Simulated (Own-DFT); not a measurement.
# Shaking the atoms of rutile TiO2, 72 atoms (O48Ti24)

These are calculations, not measurements. The program, named Own-DFT, is a retired in-house plane-wave density functional code that no person has reviewed. Each row is one single-point run on a periodic cell that was not relaxed, without spin or spin-orbit coupling.

Settings of every run: PBE; PseudoDojo norm-conserving scalar-relativistic files; cutoff 72 hartree; 3 x 3 x 3 k mesh centred on Gamma; Fermi-Dirac smearing of 0.1 eV.

Known limits, some of them of some rows only: some atoms lie very close together; oxygen file: force components 24 meV/angstrom off all-electron in a glass; forces on such cells passed a denser k mesh, each cell not checked; stress not checked against mesh or cutoff.

Cell vectors in Å: (9.187, 0.000, 0.000); (0.000, 9.187, 0.000); (0.000, 0.000, 8.876). In each run every atom was moved at random and independently from its ideal site; u is the rms move along one axis. E is the free energy for each atom above the fitted value at u = 0, and F the rms of the force components.

```
run,u (Å),E (meV/atom),F (eV/Å),largest force (eV/Å),P (GPa)
1,0.0186,7.8,0.412,1.63,4.68
2,0.0196,?,?,?,?
3,0.0204,8.5,0.388,1.87,4.91
4,0.0483,53.2,1.013,4.09,7.14
5,0.0527,56.3,1.080,4.04,6.58
6,0.0791,126.3,1.620,8.30,9.39
7,0.0793,152.5,1.951,9.80,10.86
8,0.0810,133.3,1.720,10.34,11.71
9,0.1287,392.8,3.585,18.49,18.19
10,0.1469,447.8,3.579,19.85,22.60
```

## Worked fit

For small independent moves the energy grows as E = (3/2) K u², with K the mean stiffness felt by one atom. The runs with u up to 0.11 Å give K = 14.4 ± 0.6 eV/Å², with residuals divided by u² + 0.0006 Å², since the noise grows with the moves. The scatter is 4.7 meV/atom at u = 0.05 Å. The forces follow F = G u with G = 21.3 eV/Å²; no force at u = 0 is resolved. G exceeds K because the moves of its neighbours add to the force on an atom, and stiffness differs between atoms. At u = 0.147 Å the parabola gives 465 meV/atom and the run 448. The pressure follows P = 4.39 + 982 u² GPa: at fixed volume, shortened bonds push harder than stretched ones pull.

## Withheld run

Question: what energy and rms force should run 2 give?

The fit gives 8 ± 2 meV/atom and about 0.42 eV/Å. The calculation gave 8.8 meV/atom and 0.417 eV/Å.
